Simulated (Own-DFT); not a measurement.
# Point defects and the pressure they add: L1_0 TiAl

Source: density functional calculations with Own-DFT, an unreviewed in-house program that is no longer used. Nothing was measured or relaxed, and spin and spin-orbit coupling are left out.

Settings: PBE; PseudoDojo norm-conserving scalar-relativistic files; cutoff 42 hartree; 4 x 4 x 4 k mesh centred on Gamma; cold (Marzari-Vanderbilt) smearing of 0.2 eV.

Keep in mind: forces on such cells failed a check on a denser k mesh; stress not checked against mesh or cutoff.

All runs share one cell, with vectors in Å (5.622, 5.622, 0.000); (-5.622, 5.622, 0.000); (0.000, 0.000, 8.133) and a volume of 514.0 Å³. u is the rms random offset of the atoms per axis. The defect's site can differ from row to row.

```
cell,formula,u (Å),P (GPa)
no defect,Al16Ti16,0.0188,1.17
no defect,Al16Ti16,0.0228,1.20
no defect,Al16Ti16,0.0464,1.65
two Al vacancies,Al14Ti16,0.0314,-0.57
two Al vacancies,Al14Ti16,0.0358,-0.36
two Al vacancies,Al14Ti16,0.0529,0.00
one Ti vacancy,Al16Ti15,0.0292,?
one Ti vacancy,Al16Ti15,0.0306,0.58
one Ti vacancy,Al16Ti15,0.0317,0.56
one Ti vacancy,Al16Ti15,0.0353,0.64
```

## Working it out

P = P0 + c u² + a shift for each defect gives P0 = 1.06 GPa, c = 277 ± 21 GPa/Å² and a scatter of 0.04 GPa. The shifts, and each times the cell's volume:

- one Ti vacancy: -0.76 ± 0.03 GPa, -2.4 eV
- two Al vacancies: -1.84 ± 0.04 GPa, -5.9 eV (-2.9 eV for each of its 2 sites)

Against the defect-free cell, a freed cell would be larger where the shift is positive and smaller where it is negative (160.2 GPa Å³ is 1 eV). The atoms around the defects weren't relaxed, which would change these numbers.

## Check

Q: what pressure belongs in the blank (one Ti vacancy, u = 0.0292 Å)?

Estimate: 0.54 ± 0.05 GPa. Computed: 0.36 GPa. That is outside the usual scatter, by luck or through something left out of the fit.
